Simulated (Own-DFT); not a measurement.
# Shaking the atoms of zincblende GaP, 64 atoms (Ga32P32)

These are calculations, not measurements. The program, named Own-DFT, is a retired in-house plane-wave density functional code that no person has reviewed. Each row is one single-point run on a periodic cell that was not relaxed, without spin or spin-orbit coupling.

Settings of every run: PBE; PseudoDojo norm-conserving scalar-relativistic files; cutoff 42 hartree; 3 x 3 x 3 k mesh centred on Gamma; Fermi-Dirac smearing of 0.1 eV.

Known limits, some of them of some rows only: some atoms lie very close together; forces on such cells passed a denser k mesh, each cell not checked; stress not checked against mesh or cutoff.

Cell vectors in Å: (10.901, 0.000, 0.000); (0.000, 10.901, 0.000); (0.000, 0.000, 10.901). In each run every atom was moved at random and independently from its ideal site; u is the rms move along one axis. E is the free energy for each atom above the fitted value at u = 0, and F the rms of the force components.

| run | u (Å) | E (meV/atom) | F (eV/Å) | largest force (eV/Å) | P (GPa) |
|---|---|---|---|---|---|
| 1 | 0.0186 | 5.7 | 0.228 | 0.76 | 2.68 |
| 2 | 0.0195 | ? | ? | ? | ? |
| 3 | 0.0213 | 9.0 | 0.304 | 1.04 | 2.75 |
| 4 | 0.0466 | 35.1 | 0.621 | 2.24 | 3.09 |
| 5 | 0.0492 | 40.4 | 0.670 | 1.98 | 3.19 |
| 6 | 0.0505 | 42.6 | 0.700 | 2.79 | 3.25 |
| 7 | 0.0909 | 144.1 | 1.361 | 6.91 | 4.77 |
| 8 | 0.0983 | 183.2 | 1.679 | 9.00 | 5.22 |
| 9 | 0.1355 | 365.0 | 2.932 | 15.13 | 7.84 |
| 10 | 0.2099 | 701.8 | 3.718 | 21.25 | 11.76 |

## Worked fit

For small independent moves the energy grows as E = (3/2) K u², with K the mean stiffness felt by one atom. The runs with u up to 0.11 Å give K = 11.6 ± 0.4 eV/Å², with residuals divided by u² + 0.0006 Å², since the noise grows with the moves. The scatter is 3.1 meV/atom at u = 0.05 Å. The forces follow F = G u with G = 14.3 eV/Å²; no force at u = 0 is resolved. G exceeds K because the moves of its neighbours add to the force on an atom, and stiffness differs between atoms. At u = 0.210 Å the parabola gives 768 meV/atom and the run 702. The pressure follows P = 2.56 + 271 u² GPa: at fixed volume, shortened bonds push harder than stretched ones pull.

## Withheld run

Question: what energy and rms force should run 2 give?

The fit gives 7 ± 1 meV/atom and about 0.28 eV/Å. The calculation gave 8.8 meV/atom and 0.311 eV/Å.
